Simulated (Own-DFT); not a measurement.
Simulation results for Al₃GaN₄ (wurtzite random alloy, strained, atoms displaced)

A calculation, not a measurement: plane-wave PBE density functional theory by an unreviewed code, no spin, of a simulated periodic cell, stress positive in tension, free energy of the whole cell less one offset for each atom, forces on such cells passed a denser k mesh, this cell's mesh not checked; offsets are fitted by least squares, one for each functional and potential file, so energies compare only between cells with the same atoms and settings and are not formation energies; the far tail of each file's local potential was reset to the Coulomb form; each entry is a single point on an unrelaxed cell, so the pressure reflects the starting lattice, mostly measured values, from which strain is counted, and rises with the displacements; printed positions are rounded, which can move forces by about a meV/angstrom; the program is a retired in-house code; no spin-orbit coupling. Program: Own-DFT development build.

Settings shared by all entries: functional PBE; potential files PseudoDojo norm-conserving, scalar-relativistic, standard set with the stringent files for Ga; wave cutoff 96 hartree; occupations Gaussian; smearing width 0.01 eV; k mesh 4 x 4 x 3 centred on Gamma.

(1) Al₃GaN₄ (wurtzite random alloy, strained, atoms displaced)

```
cell vectors (Å)
   9.3938     0.0000    -0.1409
  -4.6969     8.1352     0.0705
  -0.1510     0.0000    10.0655
atoms (fractions of the cell vectors)
Al  0.11141  0.21451  0.00255
Al  0.23182  0.11989  0.25612
N   0.11081  0.21318  0.18341
N   0.21139  0.10371  0.42958
Al  0.12208  0.22222  0.50505
Al  0.22633  0.10832  0.73778
N   0.10376  0.21486  0.69250
N   0.21628  0.11079  0.95119
Ga  0.10836  0.56165  0.00457
Ga  0.21191  0.43984  0.24112
N   0.11912  0.55978  0.18535
N   0.22108  0.43957  0.44083
Al  0.11105  0.55677  0.49971
Al  0.23225  0.44449  0.74257
N   0.10774  0.55096  0.68563
N   0.23088  0.44964  0.93601
Al  0.10610  0.87491  0.99781
Ga  0.21597  0.76714  0.24847
N   0.10656  0.87775  0.19097
N   0.21978  0.77772  0.44427
Al  0.09499  0.88359  0.50255
Al  0.22303  0.78457  0.74456
N   0.11428  0.89155  0.68853
N   0.22265  0.78053  0.93909
Al  0.44591  0.22773  0.99847
Al  0.55370  0.09937  0.25286
N   0.45624  0.23302  0.19052
N   0.55707  0.11665  0.43634
Al  0.44063  0.20832  0.50944
Al  0.54561  0.09990  0.75111
N   0.44263  0.22642  0.68432
N   0.55831  0.11488  0.93599
Al  0.45086  0.55566  0.01068
Ga  0.54739  0.45102  0.24944
N   0.45094  0.55737  0.18913
N   0.54242  0.44773  0.43116
Al  0.44409  0.55512  0.48793
Al  0.54981  0.43459  0.74036
N   0.44337  0.56173  0.69813
N   0.55424  0.44201  0.94760
Al  0.44246  0.89467  0.00430
Al  0.55851  0.78339  0.25028
N   0.44725  0.89957  0.18524
N   0.55377  0.77989  0.44466
Al  0.45077  0.89211  0.50054
Al  0.56126  0.78571  0.74359
N   0.44483  0.89049  0.68315
N   0.55811  0.78271  0.93926
Ga  0.77578  0.21119  0.99772
Al  0.88594  0.11240  0.25426
N   0.78378  0.23350  0.20033
N   0.88796  0.11357  0.44585
Al  0.77914  0.22489  0.50178
Ga  0.87231  0.10354  0.74660
N   0.77492  0.21933  0.68194
N   0.88912  0.11185  0.93629
Al  0.78719  0.55211  0.99883
Al  0.88325  0.43832  0.24070
N   0.78162  0.56803  0.19505
N   0.88698  0.44098  0.43672
Al  0.77406  0.55162  0.50189
Ga  0.89543  0.45592  0.75777
N   0.77490  0.55305  0.69071
N   0.88434  0.44223  0.93590
Ga  0.78437  0.89408  0.99314
Al  0.89409  0.78101  0.25152
N   0.76395  0.87607  0.19791
N   0.88686  0.78046  0.44547
Ga  0.77786  0.88855  0.50538
Al  0.89314  0.78139  0.75481
N   0.78513  0.88839  0.69126
N   0.89699  0.78427  0.95026
```

The calculation gives: free energy of cell above offsets -20.735 eV; pressure 7.04 GPa; stress xx -6.33 GPa; stress yy -6.63 GPa; stress zz -8.17 GPa; stress yz -0.68 GPa; stress xz -3.35 GPa; stress xy 1.52 GPa.

Force:
```
element  x (eV/Å)  y (eV/Å)  z (eV/Å)
     Al    -0.779     1.885    -1.515
     Al     0.685    -1.201    -3.136
      N    -1.294    -0.138      1.44
      N     1.074     0.114     3.683
     Al    -2.042    -0.184    -0.621
     Al    -1.997     0.752     2.671
      N     1.629     0.719    -0.659
      N     2.296    -1.403    -2.243
     Ga     2.063    -1.202    -2.662
     Ga     2.342    -0.857     1.153
      N    -2.328    -1.798     0.931
      N    -0.621     0.501     -0.02
     Al    -0.084    -0.727    -0.257
     Al    -2.133    -0.544     1.681
      N     0.947     1.437     0.476
      N    -0.489    -0.895     0.767
     Al     0.756      3.18     1.691
     Ga     0.158     2.473     1.569
      N    -0.426     1.892    -0.485
      N     0.194     0.343     0.388
     Al     2.418     0.614    -1.025
     Al     1.287    -1.929     0.297
      N    -0.654    -0.399     0.143
      N     0.249       0.7     -1.16
     Al    -0.259    -0.927     1.031
     Al    -0.962     3.683     -0.09
      N    -0.268    -2.455    -0.216
      N     0.113    -1.087     1.115
     Al    -0.794     1.264    -4.043
     Al     1.157     1.874    -0.528
      N      0.63    -1.969     1.303
      N    -1.695    -0.954    -0.018
     Al    -0.701     0.485    -2.985
     Ga     3.951    -1.292    -0.215
      N    -4.005     2.421     0.165
      N     2.485    -1.325     3.503
     Al    -1.175     0.636     1.854
     Al    -0.496     2.982     2.216
      N     1.979    -0.208    -2.321
      N     0.968     0.936    -1.705
     Al     1.092    -0.549    -1.544
     Al    -1.132    -1.071     0.324
      N     0.766    -2.203     0.657
      N     -0.62    -0.419    -1.076
     Al     -1.24    -0.119    -1.013
     Al    -0.018    -1.315     1.416
      N    -0.387    -0.084     1.006
      N        -1    -0.229    -0.304
     Ga    -0.253     1.357     1.053
     Al     0.932    -0.804     0.243
      N     0.153    -3.854    -1.806
      N     0.596     0.563    -0.762
     Al     0.319      0.16    -1.178
     Ga     1.792     1.524     0.149
      N    -2.318     0.342     1.459
      N     1.011     0.667     0.499
     Al    -2.927     0.715     1.263
     Al     -0.69     3.575     2.289
      N     1.321    -1.561    -1.343
      N     -0.32      0.84    -0.064
     Al    -0.055     0.008    -1.259
     Ga      0.71    -1.715    -2.711
      N     -1.11     1.026    -0.167
      N     0.397    -0.156     2.482
     Ga     -0.96    -1.073      1.91
     Al    -0.746     0.099     0.353
      N     1.823     2.736    -0.631
      N     -0.04    -1.845    -0.855
     Ga    -0.046     0.593    -1.179
     Al     0.058    -0.697     0.124
      N    -0.938    -1.527     1.068
      N    -0.351    -2.378    -2.575
```

(2) Al₃GaN₄ (wurtzite random alloy, strained, atoms displaced)

```
cell vectors (Å)
   9.3938     0.0000     0.0000
  -4.6969     8.1352    -0.1220
   0.0000    -0.1510    10.0655
atoms (fractions of the cell vectors)
Al  0.10641  0.21417  0.99389
Al  0.21483  0.10325  0.24718
N   0.11385  0.23024  0.18523
N   0.22731  0.10805  0.43623
Al  0.11100  0.22943  0.49065
Al  0.22739  0.11772  0.74461
N   0.11236  0.21320  0.68070
N   0.22117  0.11023  0.93989
Ga  0.11178  0.54850  0.00572
Al  0.23132  0.45336  0.25204
N   0.11258  0.55778  0.18779
N   0.22468  0.44685  0.43971
Al  0.11015  0.54610  0.50573
Ga  0.22769  0.44345  0.75687
N   0.11735  0.55337  0.68664
N   0.22401  0.43560  0.94157
Al  0.11221  0.88895  0.00441
Al  0.22284  0.77038  0.25886
N   0.11586  0.88850  0.18623
N   0.21328  0.77008  0.44347
Al  0.12416  0.89443  0.50894
Al  0.21871  0.77853  0.74381
N   0.11174  0.88943  0.68298
N   0.22417  0.76037  0.94075
Al  0.44782  0.21642  0.99153
Ga  0.56175  0.10867  0.23853
N   0.45347  0.22269  0.19416
N   0.55593  0.11936  0.44049
Al  0.44660  0.22252  0.49852
Al  0.55766  0.11707  0.75231
N   0.45863  0.23411  0.69664
N   0.57641  0.10907  0.94255
Al  0.44452  0.55365  0.00287
Al  0.55274  0.43926  0.24895
N   0.44808  0.55191  0.18719
N   0.55319  0.43821  0.44130
Al  0.43857  0.56205  0.49584
Al  0.56240  0.44618  0.74814
N   0.43812  0.55559  0.68674
N   0.56188  0.44854  0.93492
Ga  0.44612  0.89893  0.99900
Al  0.55002  0.76244  0.24588
N   0.43543  0.87234  0.18958
N   0.54619  0.76520  0.43830
Ga  0.45753  0.89869  0.50535
Al  0.57223  0.78159  0.75446
N   0.44990  0.88922  0.68934
N   0.55511  0.78321  0.93972
Al  0.78520  0.22945  0.00165
Ga  0.88199  0.11342  0.24952
N   0.77592  0.22250  0.18467
N   0.89243  0.11707  0.43241
Al  0.77990  0.22138  0.50054
Al  0.89249  0.10530  0.74649
N   0.78088  0.22649  0.69957
N   0.90120  0.11616  0.94475
Ga  0.77785  0.56378  0.99955
Al  0.90124  0.45126  0.25625
N   0.76947  0.55148  0.19148
N   0.89360  0.44593  0.44324
Ga  0.77320  0.55031  0.49745
Al  0.89257  0.44155  0.74591
N   0.77981  0.54989  0.68859
N   0.88121  0.43290  0.94600
Al  0.78532  0.89725  0.99103
Al  0.88991  0.76885  0.25922
N   0.77760  0.89812  0.17676
N   0.89236  0.77278  0.44193
Ga  0.77440  0.89298  0.50139
Al  0.88977  0.78441  0.75116
N   0.78068  0.88316  0.69320
N   0.88770  0.77319  0.94151
```

The calculation gives: free energy of cell above offsets -22.433 eV; pressure 6.11 GPa; stress xx -4.21 GPa; stress yy -6.86 GPa; stress zz -7.25 GPa; stress yz -2.76 GPa; stress xz -0.21 GPa; stress xy -1.16 GPa.

Force:
```
element  x (eV/Å)  y (eV/Å)  z (eV/Å)
     Al     1.785     1.864     1.828
     Al     0.678     1.557    -0.062
      N     0.874    -0.325     0.724
      N    -1.077     0.328     0.595
     Al     1.722    -1.132     0.509
     Al     0.704    -0.553     0.472
      N    -0.987     0.198     0.066
      N     1.171    -0.727     -0.82
     Ga    -0.468    -0.476    -1.512
     Al    -0.577    -1.309    -0.928
      N       0.6     -0.62      2.64
      N    -0.456    -0.356    -0.783
     Al    -0.461      1.56    -0.721
     Ga    -0.608    -0.133    -0.945
      N    -1.327    -0.007     0.928
      N     0.453    -0.175     0.992
     Al     0.655    -0.861    -1.112
     Al    -0.625     1.355    -0.813
      N     -0.39    -1.217     1.201
      N     0.972    -0.122     0.269
     Al    -1.267     -0.54    -3.064
     Al     1.456    -0.617      0.96
      N    -0.084     0.415     2.935
      N    -2.335     2.618    -1.708
     Al      0.12     1.166     1.168
     Ga    -1.039     -1.03      1.58
      N    -2.183    -0.671    -2.023
      N     1.881    -0.453     0.075
     Al     -0.65     0.484     0.251
     Al     1.198    -0.801     0.024
      N    -1.164    -2.379    -1.026
      N    -3.195     1.306    -1.343
     Al     0.363     0.529    -1.351
     Al     0.488    -0.057      0.58
      N    -0.423    -0.915     0.405
      N    -1.861     0.447    -0.713
     Al     1.887    -2.149     1.766
     Al    -0.819     1.665    -0.002
      N     2.542     0.913    -0.195
      N    -1.648    -1.317     0.279
     Ga     0.448    -2.198     0.447
     Al     0.456     2.936      -0.3
      N     0.465     0.395     0.971
      N     0.698     2.003    -1.189
     Ga    -1.371    -0.668    -1.284
     Al    -3.124    -1.384     -0.02
      N    -0.153     0.498     1.868
      N     1.887    -1.174    -0.203
     Al     1.292    -1.156     0.158
     Ga     1.315     0.008    -1.843
      N     0.849      2.06      0.44
      N    -0.497    -0.255     2.523
     Al    -0.893     0.688     0.369
     Al    -0.469     1.593     0.936
      N      0.93    -2.012    -1.863
      N    -2.198    -1.086     -2.36
     Ga     1.134     -1.82     0.796
     Al    -1.639    -0.995    -1.017
      N     1.386      0.39      1.12
      N     0.828    -1.324    -0.509
     Ga     0.249     0.553     0.582
     Al    -0.022     1.353     1.392
      N     -0.03     1.226     1.125
      N     0.382     2.189    -1.839
     Al    -0.749    -0.842     1.246
     Al    -0.693     1.375    -1.843
      N     0.542    -2.541     1.745
      N    -0.197     1.559     0.305
     Ga     1.272    -0.868    -1.102
     Al     2.199    -2.055    -0.104
      N      -0.5      1.28      -0.2
      N       0.3     2.807    -1.474
```
